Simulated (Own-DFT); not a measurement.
# Point defects and the pressure they add: wurtzite GaN

The numbers are computed, not measured, by runs of the plane-wave DFT program Own-DFT (in-house, retired, unreviewed) at fixed positions, with no spin and no spin-orbit coupling.

All runs used: PBE; PseudoDojo norm-conserving scalar-relativistic files; cutoff 42 hartree; 4 x 4 x 3 k mesh centred on Gamma; Fermi-Dirac smearing of 0.1 eV.

Known weak points (not all hold for every row): not probed for a lower state with spin; forces not confirmed at this smearing and k mesh; stress not checked against mesh or cutoff.

All runs share one cell, with vectors in Å (9.567, 0.000, 0.000); (-4.784, 8.285, 0.000); (0.000, 0.000, 10.370) and a volume of 822.0 Å³. Atoms were moved at random from their sites; u is the rms move along one axis. The defect's site can differ from row to row.

| cell | formula | u (Å) | P (GPa) |
|---|---|---|---|
| no defect | Ga36N36 | 0.0210 | 5.97 |
| no defect | Ga36N36 | 0.0470 | 7.19 |
| no defect | Ga36N36 | 0.0493 | 7.23 |
| one Ga on an N site | Ga37N35 | 0.0285 | 11.99 |
| one Ga on an N site | Ga37N35 | 0.0301 | 11.87 |
| one Ga on an N site | Ga37N35 | 0.0493 | 13.54 |
| one N on a Ga site | Ga35N37 | 0.0288 | 5.48 |
| one N on a Ga site | Ga35N37 | 0.0305 | 5.44 |
| one N on a Ga site | Ga35N37 | 0.0484 | 6.86 |
| one N on a Ga site | Ga35N37 | 0.0547 | ? |

## Fit

P = P0 + c u² + a shift for each defect gives P0 = 5.37 GPa, c = 842 ± 84 GPa/Å² and a scatter of 0.20 GPa. The shifts, and each times the cell's volume:

- one Ga on an N site: 5.93 ± 0.16 GPa, 30.4 eV
- one N on a Ga site: -0.59 ± 0.16 GPa, -3.0 eV

Positive is outwards. The product with the volume (160.2 GPa Å³ to the eV) is nearly free of the cell's size; divided by the bulk modulus at the cell's pressure it gives the volume that the defect adds. The atoms around the defects weren't relaxed, which would change these numbers.

## Check

Question: what pressure belongs in the blank (one N on a Ga site, u = 0.0547 Å)?

From the fit: 7.29 ± 0.26 GPa. The run itself gave 7.44 GPa.
